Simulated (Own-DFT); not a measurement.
# How strain changes the stress of diamond-structure SiGeSn with randomly placed atoms, 64 atoms (Ge44Si16Sn4)

These are calculations, not measurements. The program, named Own-DFT, is a retired in-house plane-wave density functional code that no person has reviewed. Each row is one single-point run on a periodic cell that was not relaxed, without spin or spin-orbit coupling.

Settings of every run: PBEsol; PseudoDojo norm-conserving scalar-relativistic files, made for PBE; cutoff 49 hartree; 3 x 3 x 3 k mesh centred on Gamma; Fermi-Dirac smearing of 0.1 eV.

Known limits: forces on such cells moved up to 12 meV/angstrom on a denser k mesh; stress not checked against mesh or cutoff.

Unstrained cell vectors in Å: (11.306, 0.000, 0.000); (0.000, 11.306, 0.000); (0.000, 0.000, 11.306). The unstrained cell has measured lattice constants (interpolated for alloys), not those of this functional. That, the random moves and any unrelaxed bonds set the pressure at no strain. Each run strains this cell uniformly, with the atoms carried along. Every atom was also moved at random, by a Gaussian of width 0.05 Å on each axis. The random placing of the alloy's atoms differs from row to row. Strain is the symmetric tensor, in per cent. Stress is positive in tension, and the pressure is minus a third of its trace.

| run | e_xx (%) | e_yy (%) | e_zz (%) | s_xx (GPa) | s_yy (GPa) | s_zz (GPa) | P (GPa) | E (meV/atom) |
|---|---|---|---|---|---|---|---|---|
| 1 | -1.00 | -1.00 | 0.00 | -3.43 | -3.44 | -2.42 | 3.10 | 7.2 |
| 2 | -0.75 | -0.75 | 0.00 | -2.85 | -2.94 | -2.34 | 2.71 | 6.4 |
| 3 | 0.50 | 0.50 | 0.00 | -0.73 | -0.70 | -1.12 | 0.85 | 4.8 |
| 4 | -2.75 | -2.75 | 0.00 | -7.05 | -7.23 | -5.24 | 6.51 | 46.7 |
| 5 | 0.75 | 0.75 | 0.00 | -0.28 | -0.22 | -0.76 | 0.42 | 0.0 |
| 6 | -2.00 | -2.00 | 0.00 | -5.60 | -5.40 | -4.10 | 5.03 | 31.4 |
| 7 | -2.50 | -2.50 | 0.00 | -6.56 | -6.53 | -4.45 | 5.85 | 28.9 |
| 8 | -3.00 | -3.00 | 0.00 | -7.48 | -7.90 | -5.42 | 6.93 | 45.7 |
| 9 | -2.25 | -2.25 | 0.00 | ? | ? | ? | ? | ? |

E is the free energy for each atom above the lowest run shown.

## Worked fit

The change of volume is close to e_xx + e_yy + e_zz. A straight line through the runs shown gives P = 1.60 - 88 x (fractional change of volume) GPa, with an error of 2 on the slope and a scatter of 0.18 GPa. The strain isn't the same on all axes, but the crystal is cubic, so the slope still estimates the bulk modulus, averaged over pressures from 0.4 to 6.9 GPa.

## Withheld run

Question: what pressure should run 9 give? Its volume changes by -4.45 %.

The line gives 5.5 GPa. The calculation gave 5.43 GPa.
